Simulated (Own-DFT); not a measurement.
Simulation results for Hf$_{36}$O$_{71}$ (tetragonal hafnia with one neutral oxygen vacancy, atoms displaced)

All values are calculated (Own-DFT development build). A calculation, not a measurement: plane-wave PBE and HSE06 DFT by an unreviewed code, no spin, of a simulated cell at Gamma alone, so results move with cell size and shape, stress positive in tension, energies less offsets, not probed for a lower state with spin; hafnium file: forces about 75 meV/angstrom off all-electron values; oxygen file: force components 24 meV/angstrom off all-electron in a glass; k mesh not checked against a denser one; forces and stress are PBE's, HSE06 gives the energy alone, and its difference from PBE has offsets of its own; offsets are fitted by least squares, one for each functional and potential file, so energies compare only between cells with the same atoms and settings and are not formation energies; the far tail of each file's local potential was reset to the Coulomb form; each entry is a single point on an unrelaxed cell, so the pressure reflects the starting lattice, taken from the Materials Project, from which strain is counted, and rises with the displacements; printed positions are rounded, which can move forces by about a meV/angstrom; the program is a retired in-house code; no spin-orbit coupling.

Settings shared by all entries: first functional PBE; second functional HSE06; exact exchange share 0.25; screening 0.11 1/bohr; exchange divergence Gygi-Baldereschi; potential files PseudoDojo norm-conserving, scalar-relativistic, made for PBE, standard set; wave cutoff 48 hartree; occupations fixed; k mesh 1 x 1 x 1 centred on Gamma.

(1) 
```xyz
107
Lattice="10.7800 0.0000 0.0000 0.0000 10.7800 0.0000 0.0000 0.0000 10.4493" Properties=species:S:1:pos:R:3:force_x:R:1:force_y:R:1:force_z:R:1 formula=Hf36O71 PBE_energy_of_cell_above_offsets=-96.444 HSE06_less_PBE_above_offsets=0.131 PBE_pressure=2.5 PBE_stress_xx=-1.13 PBE_stress_yy=-3.42 PBE_stress_zz=-2.95 PBE_stress_yz=-1.32 PBE_stress_xz=-0.13 PBE_stress_xy=-0.02
Hf    10.7611     0.0204     0.0254      0.456     -1.369     -0.107
Hf     1.8036     1.7778     2.6297      0.771      0.071     -2.609
O      0.0017     1.7894     1.5772      0.322      0.328      0.245
O      1.6771     0.0063     3.6066      0.858      0.309      1.051
O     10.7361     1.7736     4.2585      0.287      0.286         -1
O      1.9309    10.7706     0.9901     -1.703       0.23      0.506
Hf     0.0729    10.7624     5.1943     -1.193      0.025      1.266
Hf     1.8051     1.7942     7.9032     -0.456      0.605      0.546
O     10.7491     1.6847     6.8420      1.278      0.799      0.452
O      1.7467    10.7152     8.8203     -0.144      2.234      0.423
O      1.8064    10.7419     6.2598     -0.074     -0.115     -0.251
Hf    10.7157     3.4581    10.4151      1.423      0.583      -0.03
Hf     1.7211     5.3424     2.5985      0.409      1.056     -1.666
O     10.6680     5.5090     1.6485      2.483     -0.394     -0.757
O      1.7108     3.5849     3.6462      0.556     -0.419      0.449
O      0.0238     5.3701     4.2245      0.132      0.542     -0.213
O      1.8534     3.5466     1.0461     -1.516      0.314      0.034
Hf     0.0381     3.5698     5.1461       0.35      1.001      1.986
Hf     1.8345     5.3929     7.7633     -0.329     -0.275      1.434
O      0.0716     5.3391     6.8040     -1.372      0.449     -0.217
O      1.7627     3.6527     8.8716     -0.343     -1.031     -0.199
O      0.0219     5.4090     9.3876     -0.549     -1.576      0.026
O      1.8005     3.6383     6.3144      0.216     -0.645     -1.391
Hf     0.0339     7.1274    10.3745      -0.36      2.333      1.359
Hf     1.9172     8.9963     2.7121     -1.314     -0.358     -4.533
O      0.0485     8.9314     1.5044     -0.666      1.122      2.241
O      1.7600     7.1967     3.5418      0.276     -0.556      1.608
O      0.0598     9.0186     4.1753     -0.621     -1.049     -0.009
O      1.7576     7.2430     1.0446      1.399     -0.571       -0.7
Hf     0.0747     7.2089     5.1875     -1.259     -0.502       0.67
Hf     1.8236     9.0383     7.9092     -3.014     -1.291      0.493
O     10.7278     9.0487     6.8570      2.307      -0.05     -1.015
O      1.7808     7.1911     8.8704      0.597      0.197     -0.712
O      0.0049     8.9991     9.4359      0.034      -0.42     -0.201
O      1.8443     7.1121     6.1876     -0.774      0.347      0.037
Hf     3.7516    10.7630    10.4250     -3.184      2.533      0.658
Hf     5.3252     1.7768     2.7111      1.204     -0.265     -2.504
O      3.6189     1.7561     1.5313     -0.024       0.71      2.301
O      5.4073    10.7659     3.6366     -0.133      0.219      0.649
O      3.5321     1.7670     4.3073     -0.011     -0.327     -1.149
O      5.3026    10.7691     0.9880      4.041       0.18      2.051
Hf     3.5083    10.7072     5.2521      1.231      1.446      0.595
Hf     5.3904     1.8532     7.7631     -1.164     -0.359      1.991
O      3.5238     1.7926     6.8613      0.892      0.017     -0.457
O      5.3507     0.0618     8.9369        0.4     -0.573     -1.971
O      3.5351     1.7974     9.4698     -0.146      0.423     -1.234
O      5.3274     0.0112     6.2145     -0.018     -0.118      0.261
Hf     3.6462     3.5765    10.4255     -1.815      0.308     -0.032
Hf     5.3240     5.3731     2.6565      0.563      1.071     -1.443
O      3.5443     5.4115     1.6138      -0.43     -0.114       0.53
O      5.3488     3.5819     3.6320     -0.476     -0.425       0.45
O      3.6616     5.4547     4.1752       -0.5     -0.767      0.441
O      5.3064     3.6559     0.9705      2.256     -0.095      0.898
Hf     3.5876     3.5862     5.1836      0.262      0.984      1.535
Hf     5.3376     5.4123     7.7667      1.735      0.194      0.697
O      3.6161     5.3583     6.7837     -0.511      0.137     -0.417
O      5.4012     3.6284     8.8167      0.096     -0.415      0.302
O      3.6188     5.4075     9.4727     -0.038     -0.238     -0.963
O      5.3723     3.6181     6.3018       0.13     -0.822     -1.233
Hf     3.6387     7.1999    10.4223     -0.892     -0.634      1.437
Hf     5.4114     8.9957     2.6427     -0.153      0.456     -1.038
O      3.7244     9.0236     1.5921     -1.455      -0.86      1.126
O      5.4302     7.2818     3.6085     -0.168     -1.242      0.946
O      3.5989     8.9723     4.2317     -0.745      0.709     -0.463
O      5.3651     7.0459     1.0276      0.144       0.51     -0.172
Hf     3.5627     7.2300     5.1863      1.254     -1.774      0.697
Hf     5.2766     8.9740     7.8143      1.809      0.146      1.563
O      3.5090     8.9425     6.8633      0.965      0.163     -1.037
O      5.3618     7.1840     8.8633     -0.528      0.529      -0.48
O      3.6380     9.0718     9.5755     -0.296     -3.115     -3.018
O      5.3697     7.1759     6.2635     -0.621      0.437     -0.616
Hf     7.1738    10.6902     0.0159      0.441      1.688      0.166
Hf     9.0344     1.9197     2.7071     -1.507     -2.093     -2.186
O      7.2092     1.6849     1.5660     -0.886      1.128      1.361
O      8.9453     0.0503     3.5992      0.116     -0.361      0.179
O      7.1414     1.8314     4.1711      0.088     -0.815       0.74
O      8.9815     0.0656     0.9937      0.143     -0.929      0.168
Hf     7.1774     0.0046     5.2563      0.453     -0.414     -0.526
Hf     8.9764     1.8717     7.7533      0.747     -1.623      2.119
O      7.1709     1.7732     6.8951      0.119      0.088     -2.102
O      9.0409     0.0051     8.8922     -0.129      0.812     -1.133
O      7.1746     1.7910     9.4278     -0.106      0.165     -0.091
O      9.0370     0.0624     6.1607     -1.668     -0.409      0.275
Hf     7.1528     3.5907    10.3840     -0.082      -0.08      0.922
Hf     8.9843     5.3915     2.5782     -1.799     -0.045      0.058
O      7.1668     5.4325     1.6675      0.075       -0.7      -0.14
O      8.9872     3.5914     3.7984      -0.13      0.835     -1.024
O      7.1153     5.4498     4.2340     -0.163     -2.198     -0.237
O      9.0250     3.6240     1.1087     -0.685     -0.475     -0.211
Hf     7.2714     3.5068     5.2362     -1.517      2.767      0.258
Hf     9.0684     5.3994     7.8866      -1.05      1.239     -0.002
O      7.2091     5.4018     6.7867      0.434     -0.058      0.723
O      8.9771     3.5963     8.9457      0.703     -0.324     -0.693
O      7.2438     5.4191     9.4505     -0.253     -0.698      0.066
O      9.0007     3.5856     6.1934      0.551     -0.618      1.637
Hf     7.1796     7.2229     0.0186      0.435     -1.155      0.281
Hf     9.0239     8.9792     2.6964       0.53      0.031     -2.417
O      7.0949     8.9833     1.6342      1.776      0.203     -0.385
O      8.9325     7.1117     3.5797       0.47      1.575      1.008
O      7.2508     8.9755     4.2673      0.198      1.262     -0.288
O      8.9691     7.2226     0.9831      -0.22      0.115      0.417
Hf     7.1414     7.1865     5.1258      0.728     -0.778      2.216
Hf     8.9623     9.0034     7.7494      0.121     -0.589      2.077
O      7.1042     8.9786     6.9142      0.027      0.834     -1.071
O      8.9361     7.1836     8.9098      0.484       0.17     -1.362
O      7.1558     8.9382     9.4372     -0.169      0.889      0.064
O      9.0581     7.3277     6.2573     -0.416     -0.687     -0.982
```

Units: PBE_energy_of_cell_above_offsets, HSE06_less_PBE_above_offsets in eV; PBE_pressure, PBE_stress_xx, PBE_stress_yy, PBE_stress_zz, PBE_stress_yz, PBE_stress_xz, PBE_stress_xy in GPa; force_x, force_y, force_z in eV/Å.

(2) 
```xyz
107
Lattice="10.7800 0.0000 0.0000 0.0000 10.7800 0.0000 0.0000 0.0000 10.4493" Properties=species:S:1:pos:R:3:force_x:R:1:force_y:R:1:force_z:R:1 formula=Hf36O71 PBE_energy_of_cell_above_offsets=-87.440 HSE06_less_PBE_above_offsets=0.660 PBE_pressure=4.28 PBE_stress_xx=-2.48 PBE_stress_yy=-6.66 PBE_stress_zz=-3.69 PBE_stress_yz=-2.98 PBE_stress_xz=1.35 PBE_stress_xy=0.31
Hf     0.0606     0.0496     0.0256     -3.087     -2.299       -1.2
Hf     1.7189     1.8194     2.6355     -0.468     -1.069      0.006
O     10.7679     1.8309     1.4655      0.869      -0.28      0.213
O      1.7162     0.0461     3.5961      0.488     -0.216      0.118
O     10.7264     1.8188     4.0954      0.194     -0.518      0.628
O      1.7440    10.7524     1.0005      0.464      1.041      1.483
Hf    10.7505    10.7313     5.2714      0.296      0.383     -0.523
Hf     1.8019     1.7574     7.9727     -2.037     -1.551     -2.403
O      0.0427     1.8635     6.8351     -0.357     -0.148     -0.461
O      1.7891    10.7125     8.8712      0.306      2.063      1.473
O      0.0256     1.6873     9.2848      0.216       1.79      1.958
O      1.9427     0.0345     6.3986      -2.46     -0.991     -1.812
Hf    10.7424     3.5355    10.4213      1.828      0.259     -0.169
Hf     1.7701     5.4107     2.6684     -0.067      1.131     -1.545
O     10.6760     5.4160     1.6123      1.366     -0.008      0.235
O      1.6738     3.5669     3.5658          1        1.1      0.486
O      0.0716     5.3506     4.3047     -0.357      1.181     -1.371
O      1.7902     3.6957     0.9751     -0.721     -0.335     -0.107
Hf     0.0069     3.5922     5.2810     -2.957     -1.519     -0.097
Hf     1.6608     5.3423     7.8420      2.935      2.308     -0.236
O     10.5808     5.4195     6.7561      1.797     -0.715      0.997
O      1.8050     3.5127     8.7769     -0.191      1.638      1.104
O      0.0965     5.3766     9.4015     -0.919     -0.501       0.24
O      1.6989     3.5497     6.1504      1.675      1.053      1.286
Hf    10.6389     7.1275     0.0583      1.987      1.802     -0.483
Hf     1.8399     8.9256     2.4976       0.05      0.299      0.913
O      0.1309     8.9609     1.4989     -2.318      0.175      0.561
O      1.8264     7.2412     3.5873      0.595     -1.481      0.218
O      0.0580     8.8549     4.1002     -0.374      1.702      1.048
O      1.7795     7.2747     1.0591     -0.463     -0.773     -0.171
Hf    10.6555     7.2078     5.3873      1.386      0.028     -1.416
Hf     1.8470     9.0127     7.8815      0.688     -1.635     -0.258
O     10.7272     8.9543     6.7319      1.206     -0.323     -0.024
O      1.7976     7.2205     8.9345     -0.326     -0.348     -1.081
O      0.0761     9.0280     9.4882     -0.566     -1.042      -0.49
O      1.8099     7.0662     6.3077     -0.965      0.553     -0.581
Hf     3.4632     0.0621     0.0959       1.88     -2.146     -1.512
Hf     5.3219     1.8580     2.5061      0.113      0.988      1.773
O      3.5489     1.8723     1.5777     -0.675     -0.722      0.658
O      5.4266     0.0920     3.6495     -0.077      0.175      0.834
O      3.5409     1.9147     4.2665      -0.02     -4.637     -2.106
O      5.3478    10.7179     0.9169     -0.053      2.153       1.61
Hf     3.6598    10.7704     5.2824     -2.251     -0.324      0.449
Hf     5.2973     1.7065     7.8216      1.113      2.024     -0.826
O      3.4270     1.7444     6.8664      3.574      0.779      0.055
O      5.2459    10.5690     8.9559      0.658      6.491      0.231
O      3.6158     1.9008     9.6026      0.179     -4.328      -3.43
O      5.4083     0.0581     6.2877      0.518       0.58      0.287
Hf     3.6041     3.5175     0.0011      0.426      6.587      0.811
Hf     5.2167     5.4315     2.6099      2.079      0.378     -1.775
O      3.5839     5.5345     1.3132     -0.145      -0.95      3.487
O      5.3335     3.5406     3.6808      0.029      1.443     -0.764
O      3.5525     5.4750     4.3259     -0.124     -2.768     -4.039
O      5.3546     3.5732     1.1815      0.717     -0.295     -1.523
Hf     3.4441     3.5153     5.1530      2.041       4.26      3.142
Hf     5.3656     5.4362     7.8348     -2.725     -0.025       0.09
O      3.6467     5.4364     6.6776     -1.392     -0.972      1.316
O      5.3565     3.6895     8.9124      0.285     -3.139      0.381
O      3.5930     5.5000     9.2766     -1.164     -1.647      0.813
O      5.3573     3.5107     6.1978     -1.479      -0.87      0.598
Hf     3.5622     7.2845    10.4241       0.72      -1.18     -1.066
Hf     5.3444     9.0998     2.7596      1.373     -2.324     -3.826
O      3.6313     9.0954     1.3921     -0.203     -0.386      3.147
O      5.4934     7.2053     3.5842     -1.492      0.902      0.818
O      3.5145     9.0149     4.2171      1.088      0.737     -0.981
O      5.4453     7.2366     1.0776      -1.42     -0.217     -0.637
Hf     3.6094     7.1822     5.1850     -0.377      0.765      3.317
Hf     5.5279     9.0889     7.8988     -1.125     -4.834     -0.667
O      3.6712     9.0569     6.7692     -0.169     -0.302      0.426
O      5.3445     7.1302     8.8542      0.452      2.554      0.497
O      3.5475     9.1155     9.4766     -1.024     -1.404     -1.082
O      5.3994     7.0912     6.2618       0.22      1.437     -1.112
Hf     7.1409     0.1444     0.0795      1.836     -4.833     -0.313
Hf     9.0338     1.9742     2.5838      0.428     -3.417      1.088
O      7.1653     1.8432     1.6327      0.121     -0.203     -1.418
O      8.9724    10.7274     3.6146      0.335      1.799      0.861
O      7.1967     1.9121     4.3392     -0.084     -2.364     -1.331
O      8.9527    10.6959     1.0932      0.593      0.828     -0.914
Hf     7.1579     0.0337     5.1886      2.839      0.582      0.493
Hf     9.0194     1.9489     8.0257      0.468     -7.107     -6.377
O      7.2738     1.9039     6.8626     -1.451     -0.309      0.347
O      9.0047    10.7438     8.9016     -0.147      0.666      0.267
O      7.3126     1.8106     9.2952     -2.106     -0.903      1.926
O      9.0183    10.7575     6.3332     -0.211      0.005     -1.804
Hf     7.2331     3.3887     0.0028      -1.38      4.542      0.497
Hf     9.0690     5.4185     2.8200     -2.484       1.14      -0.84
O      7.1989     5.5249     1.6145     -0.174       -1.8      1.296
O      8.9579     3.4912     3.7378     -0.013      3.381      0.203
O      7.1805     5.5688     4.2688      0.403     -4.138      -1.28
O      9.0903     3.4828     1.0957     -2.087      0.393     -0.684
Hf     7.0701     3.6618     5.2137       0.74      0.358      1.711
Hf     8.8979     5.5242     7.8387      -1.85     -1.527      -0.68
O      7.0732     5.3789     6.8990      2.603     -0.901     -1.065
O      9.0214     3.4869     8.9011      0.227      6.851       3.51
O      7.1380     5.3879     9.4037      1.419     -1.569      0.836
Hf     7.1496     7.1115    10.4397     -1.414      1.002      0.802
Hf     9.1388     9.0364     2.6050      -1.81     -0.345     -0.436
O      7.0922     9.0765     1.6435      0.676      0.464       0.71
O      9.0090     7.2414     3.7136      1.076     -1.403     -0.412
O      7.4060     8.9049     4.2114      -1.87      2.791      0.469
O      8.8931     7.1119     1.0627      1.413      1.082     -0.211
Hf     7.1371     7.2195     5.1671     -0.819      0.438      1.779
Hf     8.9805     9.0174     7.8094      0.398       2.13      2.096
O      7.2542     9.1027     6.9563     -1.262      0.042     -3.122
O      8.9140     7.2443     8.8100      1.189     -0.522      1.261
O      7.1910     8.9767     9.3303     -0.302      0.482      1.942
O      8.8536     7.0449     6.2538       0.43      0.835      0.863
```

Units: PBE_energy_of_cell_above_offsets, HSE06_less_PBE_above_offsets in eV; PBE_pressure, PBE_stress_xx, PBE_stress_yy, PBE_stress_zz, PBE_stress_yz, PBE_stress_xz, PBE_stress_xy in GPa; force_x, force_y, force_z in eV/Å.
